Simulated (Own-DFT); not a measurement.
# Shaking the atoms of zincblende GaP, 96 atoms (Ga48P48)

Calculated results; nothing here was measured. The program, named Own-DFT, is a retired in-house plane-wave density functional code that no person has reviewed. Each row is one single-point run on a periodic cell that was not relaxed, without spin or spin-orbit coupling.

Settings of every run: PBE; PseudoDojo norm-conserving scalar-relativistic files; cutoff 42 hartree; 2 x 3 x 3 k mesh centred on Gamma; Fermi-Dirac smearing of 0.1 eV.

Known limits, some of them of some rows only: some atoms lie very close together; forces on such cells moved up to 12 meV/angstrom on a denser k mesh; forces on such cells passed a denser k mesh, each cell not checked; stress not checked against mesh or cutoff.

Cell vectors in Å: (16.352, 0.000, 0.000); (0.000, 10.901, 0.000); (0.000, 0.000, 10.901). In each run every atom was moved at random and independently from its ideal site; u is the rms move along one axis. E is the free energy for each atom above the fitted value at u = 0, and F the rms of the force components.

```
run   u (Å)  E (meV/atom)  F (eV/Å)  largest force (eV/Å)  P (GPa)
  1  0.0201           7.1     0.287                  1.01     2.72
  2  0.0209           7.2     0.291                  1.02     2.73
  3  0.0476          37.6     0.650                  2.23     3.16
  4  0.0508          49.4     0.786                  3.72     3.35
  5  0.0971             ?         ?                     ?        ?
  6  0.1011         169.4     1.571                  6.16     5.10
  7  0.1462         472.5     3.597                 25.75     9.70
  8  0.2140         806.5     4.188                 18.87    13.97
```

## Worked fit

For small independent moves the energy grows as E = (3/2) K u², with K the mean stiffness felt by one atom. The runs with u up to 0.11 Å give K = 11.5 ± 0.5 eV/Å², with residuals divided by u² + 0.0006 Å², since the noise grows with the moves. The scatter is 3.2 meV/atom at u = 0.05 Å. The forces follow F = G u with G = 14.6 eV/Å²; no force at u = 0 is resolved. G exceeds K because the moves of its neighbours add to the force on an atom, and stiffness differs between atoms. At u = 0.214 Å the parabola gives 792 meV/atom and the run 807. The pressure follows P = 2.64 + 242 u² GPa: at fixed volume, shortened bonds push harder than stretched ones pull.

## Withheld run

Question: what energy and rms force should run 5 give?

The fit gives 163 ± 13 meV/atom and about 1.42 eV/Å. The calculation gave 166.1 meV/atom and 1.504 eV/Å.
